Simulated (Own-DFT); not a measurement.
# Strain and stress in diamond-structure SiGeSn with randomly placed atoms, 64 atoms (Ge40Si16Sn8)

Calculated results; nothing here was measured. The program, named Own-DFT, is a retired in-house plane-wave density functional code that no person has reviewed. Each row is one single-point run on a periodic cell that was not relaxed, without spin or spin-orbit coupling.

Settings of every run: PBE; PseudoDojo norm-conserving scalar-relativistic files; cutoff 49 hartree; 3 x 3 x 3 k mesh centred on Gamma; Fermi-Dirac smearing of 0.1 eV.

Known limits: forces on such cells moved up to 12 meV/angstrom on a denser k mesh; stress not checked against mesh or cutoff.

Unstrained cell vectors in Å: (11.410, 0.000, 0.000); (0.000, 11.410, 0.000); (0.000, 0.000, 11.410). The unstrained cell has measured lattice constants (interpolated for alloys), not those of this functional. That, the random moves and any unrelaxed bonds set the pressure at no strain. Each run strains this cell uniformly, with the atoms carried along. Every atom was also moved at random, by a Gaussian of width 0.05 Å on each axis. The random placing of the alloy's atoms differs from row to row. Strain is the symmetric tensor, in per cent. Stress is positive in tension, and the pressure is minus a third of its trace.

| run | e_xx (%) | e_yy (%) | e_zz (%) | s_xx (GPa) | s_yy (GPa) | s_zz (GPa) | P (GPa) | E (meV/atom) |
|---|---|---|---|---|---|---|---|---|
| 1 | 2.50 | 2.50 | 0.00 | -0.89 | -0.77 | -2.37 | 1.35 | 33.6 |
| 2 | 1.50 | 1.50 | 0.00 | -2.32 | -2.33 | -3.13 | 2.59 | 32.5 |
| 3 | 1.25 | 1.25 | 0.00 | -2.66 | -2.69 | -3.27 | 2.87 | 31.9 |
| 4 | 2.00 | 2.00 | 0.00 | -1.12 | -1.19 | -2.14 | 1.48 | 0.0 |
| 5 | -2.00 | -2.00 | 0.00 | -8.97 | -8.88 | -7.45 | 8.43 | 90.4 |
| 6 | 0.25 | 0.25 | 0.00 | -4.40 | -4.50 | -4.54 | 4.48 | 47.5 |
| 7 | -2.50 | -2.50 | 0.00 | -9.51 | -9.63 | -7.73 | 8.96 | 71.7 |
| 8 | 2.75 | 2.75 | 0.00 | -0.22 | -0.20 | -1.85 | 0.76 | 12.9 |
| 9 | -2.25 | -2.25 | 0.00 | ? | ? | ? | ? | ? |

E is the free energy for each atom above the lowest run shown.

## Worked fit

The change of volume is close to e_xx + e_yy + e_zz. A straight line through the runs shown gives P = 5.05 - 80 x (fractional change of volume) GPa, with an error of 2 on the slope and a scatter of 0.25 GPa. The strain isn't the same on all axes, but the crystal is cubic, so the slope still estimates the bulk modulus, averaged over pressures from 0.8 to 9.0 GPa.

## Withheld run

Question: what pressure should run 9 give? Its volume changes by -4.45 %.

The line gives 8.6 GPa. The calculation gave 9.07 GPa.
